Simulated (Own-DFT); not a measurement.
# A layer strained by its substrate: diamond-structure SiGeSn with randomly placed atoms, 64 atoms (Ge40Si16Sn8)

Everything here is calculated. The program is Own-DFT (plane waves, in-house, since retired, never reviewed by a person); positions were held fixed, and spin and spin-orbit coupling were off.

All runs used: PBE; PseudoDojo norm-conserving scalar-relativistic files; cutoff 49 hartree; 3 x 3 x 3 k mesh centred on Gamma; Fermi-Dirac smearing of 0.1 eV.

Caveats: forces on such cells moved up to 12 meV/angstrom on a denser k mesh; stress not checked against mesh or cutoff.

Unstrained cell vectors in Å: (11.410, 0.000, 0.000); (0.000, 11.410, 0.000); (0.000, 0.000, 11.410). The unstrained cell has measured lattice constants (interpolated for alloys), not those of this functional. That, the random moves and any unrelaxed bonds set the pressure at no strain. Each run strains x and y alike by e, as a substrate would, and holds the height along z. All atoms carry random offsets, Gaussian with a width of 0.05 Å per axis. The random placing of the alloy's atoms differs from row to row. Stress is positive in tension.

| e (%) | u (Å) | (s_xx + s_yy)/2 (GPa) | s_zz (GPa) |
|---|---|---|---|
| -3.00 | 0.052 | -11.05 | -9.36 |
| -1.75 | 0.049 | -8.02 | -6.93 |
| -1.25 | 0.052 | -6.97 | -6.39 |
| -0.75 | 0.048 | -6.06 | -5.46 |
| -0.50 | 0.056 | -6.15 | -5.73 |
| 0.25 | 0.052 | -4.30 | -4.74 |
| 0.75 | 0.055 | -3.52 | -4.04 |
| 1.50 | 0.049 | ? | ? |
| 2.00 | 0.048 | -1.24 | -2.57 |
| 2.50 | 0.046 | -0.68 | -2.21 |

## Analysis

With e as a fraction, the in-plane stress is -4.8 + 184 e - 714 e² GPa (errors 5 and 272, scatter 0.24), and s_zz is -4.8 + 123 e - 776 e² GPa (slope ± 5, scatter 0.25). At e = 0 the first slope is C11 + C12 and the second 2 C12, both with the ions held to the strained lattice and at the cell's own pressure. A free layer would change its height as e changes, and the in-plane slope would drop by 2 C12²/C11 to the biaxial modulus. At fixed height, a misfit of 1 % moves the in-plane stress by about 1.8 GPa and s_zz by 1.2 GPa.

## Prediction

The question: what are the two stresses at e = 1.50 %?

From the fit: -2.2 and -3.1 GPa. The hidden result is -2.25 and -3.14 GPa.
